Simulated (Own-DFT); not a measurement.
# Misfit strain and the stress it brings: wurtzite AlN, 72 atoms (Al36N36)

Everything here is calculated. The program is Own-DFT (plane waves, in-house, since retired, never reviewed by a person); positions were held fixed, and spin and spin-orbit coupling were off.

All runs used: PBE; PseudoDojo norm-conserving scalar-relativistic files; cutoff 42 hartree; 4 x 4 x 3 k mesh centred on Gamma; Gaussian smearing of 0.01 eV.

Known weak points: k mesh not checked against a denser one; stress not checked against mesh or cutoff.

Unstrained cell vectors in Å: (9.336, 0.000, 0.000); (-4.668, 8.085, 0.000); (0.000, 0.000, 9.964). The unstrained cell has measured lattice constants (interpolated for alloys), not those of this functional. That, the random moves and any unrelaxed bonds set the pressure at no strain. Each run strains x and y alike by e, as a substrate would, and holds the height along z. All atoms carry random offsets, Gaussian with a width of 0.05 Å per axis. Stress is positive in tension.

| e (%) | u (Å) | (s_xx + s_yy)/2 (GPa) | s_zz (GPa) |
|---|---|---|---|
| -3.00 | 0.047 | -27.15 | -7.89 |
| -2.50 | 0.050 | -21.01 | -11.11 |
| -2.25 | 0.048 | -20.44 | -9.88 |
| -2.00 | 0.052 | -19.01 | -8.71 |
| -1.75 | 0.050 | -16.20 | -10.41 |
| -0.50 | 0.049 | -8.63 | -6.41 |
| 0.75 | 0.048 | ? | ? |
| 1.25 | 0.049 | 0.90 | -2.08 |
| 2.25 | 0.047 | 6.42 | -3.11 |
| 3.00 | 0.054 | 9.33 | -1.98 |

## Fit

With e as a fraction, the in-plane stress is -5.4 + 590 e - 3382 e² GPa (errors 12 and 901, scatter 0.77), and s_zz is -5.9 + 149 e GPa (slope ± 25, scatter 1.55). At e = 0 the first slope is C11 + C12 and the second 2 C13, both with the ions held to the strained lattice and at the cell's own pressure. The term in e² is negative: the layer stiffens under compression and softens under tension. A free layer would change its height as e changes, and the in-plane slope would drop by 2 C13²/C33 to the biaxial modulus. At fixed height, a misfit of 1 % moves the in-plane stress by about 5.9 GPa and s_zz by 1.5 GPa.

## The run left out

The question: what are the two stresses at e = 0.75 %?

Estimate: -1.2 and -4.8 GPa. The run itself gave -1.78 and -3.02 GPa.
